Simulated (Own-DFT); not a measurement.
# Which defects push the lattice out? C40 NbSi2

No measurement is shown. These are fixed-geometry runs of a retired plane-wave code named Own-DFT, which no person has reviewed; spin and spin-orbit coupling are neglected.

Settings: PBE; PseudoDojo norm-conserving scalar-relativistic files; cutoff 42 hartree; 4 x 4 x 5 k mesh centred on Gamma; cold (Marzari-Vanderbilt) smearing of 0.2 eV.

Keep in mind: forces on such cells failed a check on a denser k mesh; stress not checked against mesh or cutoff.

All runs share one cell, with vectors in Å (0.000, 8.324, 0.000); (-9.613, 0.000, 0.000); (0.000, 0.000, 6.586) and a volume of 527.0 Å³. Atoms were moved at random from their sites; u is the rms move along one axis. The defect's site can differ from row to row.

| cell | formula | u (Å) | P (GPa) |
|---|---|---|---|
| no defect | Nb12Si24 | 0.0185 | 1.45 |
| no defect | Nb12Si24 | 0.0217 | 1.55 |
| no defect | Nb12Si24 | 0.0516 | 2.76 |
| two Nb vacancies | Nb10Si24 | 0.0275 | -0.22 |
| two Nb vacancies | Nb10Si24 | 0.0503 | 1.12 |
| two Nb vacancies | Nb10Si24 | 0.0544 | 1.09 |
| two Si on a Nb site each | Nb10Si26 | 0.0321 | 1.67 |
| two Si on a Nb site each | Nb10Si26 | 0.0449 | 2.31 |
| two Si on a Nb site each | Nb10Si26 | 0.0502 | 2.61 |
| one Si vacancy | Nb12Si23 | 0.0286 | ? |
| one Si vacancy | Nb12Si23 | 0.0288 | 0.92 |
| one Si vacancy | Nb12Si23 | 0.0502 | 2.00 |
| one Si vacancy | Nb12Si23 | 0.0537 | 1.69 |
| two Nb on a Si site each | Nb14Si22 | 0.0293 | 7.58 |
| two Nb on a Si site each | Nb14Si22 | 0.0302 | 7.55 |
| two Nb on a Si site each | Nb14Si22 | 0.0447 | 7.98 |

## Worked fit

P = P0 + c u² + a shift for each defect gives P0 = 1.28 GPa, c = 550 ± 51 GPa/Å² and a scatter of 0.16 GPa. The shifts, and each times the cell's volume:

- two Nb on a Si site each: 5.73 ± 0.13 GPa, 18.9 eV (9.4 eV for each of its 2 sites)
- two Si on a Nb site each: -0.10 ± 0.14 GPa, -0.3 eV (-0.2 eV for each of its 2 sites) (not resolved)
- one Si vacancy: -0.88 ± 0.14 GPa, -2.9 eV
- two Nb vacancies: -1.77 ± 0.14 GPa, -5.8 eV (-2.9 eV for each of its 2 sites)

Against the defect-free cell, a freed cell would be larger where the shift is positive and smaller where it is negative (160.2 GPa Å³ is 1 eV). The atoms around the defects weren't relaxed, which would change these numbers.

## Prediction

Asked: what pressure belongs in the blank (one Si vacancy, u = 0.0286 Å)?

The fit gives 0.85 ± 0.20 GPa. DFT gave 0.97 GPa.
